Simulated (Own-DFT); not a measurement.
# One host, several defects: zincblende GaAs

Source: density functional calculations with Own-DFT, an unreviewed in-house program that is no longer used. Nothing was measured or relaxed, and spin and spin-orbit coupling are left out.

All runs used: PBE; PseudoDojo norm-conserving scalar-relativistic files; cutoff 42 hartree; 3 x 3 x 3 k mesh centred on Gamma; Fermi-Dirac smearing of 0.1 eV.

Caveats (not all hold for every row): not probed for a lower state with spin; forces on such cells failed a check on a denser k mesh; forces not confirmed at this smearing and k mesh; forces on such cells passed a denser k mesh, each cell not checked; stress not checked against mesh or cutoff.

All runs share one cell, with vectors in Å (11.307, 0.000, 0.000); (0.000, 11.307, 0.000); (0.000, 0.000, 11.307) and a volume of 1445.4 Å³. The atoms are randomly displaced, by u rms on each axis. The defect's site can differ from row to row.

| cell | formula | u (Å) | P (GPa) |
|---|---|---|---|
| no defect | As32Ga32 | 0.0201 | 3.52 |
| no defect | As32Ga32 | 0.0521 | 3.95 |
| no defect | As32Ga32 | 0.0542 | 4.11 |
| two As on a Ga site each | As34Ga30 | 0.0284 | 4.79 |
| two As on a Ga site each | As34Ga30 | 0.0285 | 4.78 |
| two As on a Ga site each | As34Ga30 | 0.0322 | 4.84 |
| two As vacancies | As30Ga32 | 0.0294 | 3.20 |
| two As vacancies | As30Ga32 | 0.0306 | 3.23 |
| two As vacancies | As30Ga32 | 0.0497 | 3.49 |
| one In on a Ga site | As32Ga31In | 0.0314 | 4.30 |
| one In on a Ga site | As32Ga31In | 0.0318 | 4.34 |
| one In on a Ga site | As32Ga31In | 0.0523 | 4.56 |
| one As on a Ga site and one Ga on an As site | As32Ga32 | 0.0309 | 3.94 |
| one As on a Ga site and one Ga on an As site | As32Ga32 | 0.0316 | 3.94 |
| one As on a Ga site and one Ga on an As site | As32Ga32 | 0.0466 | 4.22 |
| one As on a Ga site and one Ga on an As site | As32Ga32 | 0.0507 | ? |

## What the rows give

P = P0 + c u² + a shift for each defect gives P0 = 3.48 GPa, c = 190 ± 15 GPa/Å² and a scatter of 0.04 GPa. The shifts, and each times the cell's volume:

- two As on a Ga site each: 1.16 ± 0.04 GPa, 10.5 eV (5.2 eV for each of its 2 sites)
- one In on a Ga site: 0.62 ± 0.04 GPa, 5.6 eV
- one As on a Ga site and one Ga on an As site: 0.30 ± 0.04 GPa, 2.7 eV
- two As vacancies: -0.44 ± 0.04 GPa, -4.0 eV (-2.0 eV for each of its 2 sites)

A positive shift means that the defect pushes the cell outwards. Shift times volume (160.2 GPa Å³ is 1 eV) depends little on the cell's size, so, taken for each site, it can be compared between cells at like pressure. The atoms around the defects weren't relaxed, which would change these numbers.

## Check

Q: what pressure belongs in the blank (one As on a Ga site and one Ga on an As site, u = 0.0507 Å)?

Estimate: 4.26 ± 0.05 GPa. The calculation gave 4.32 GPa.
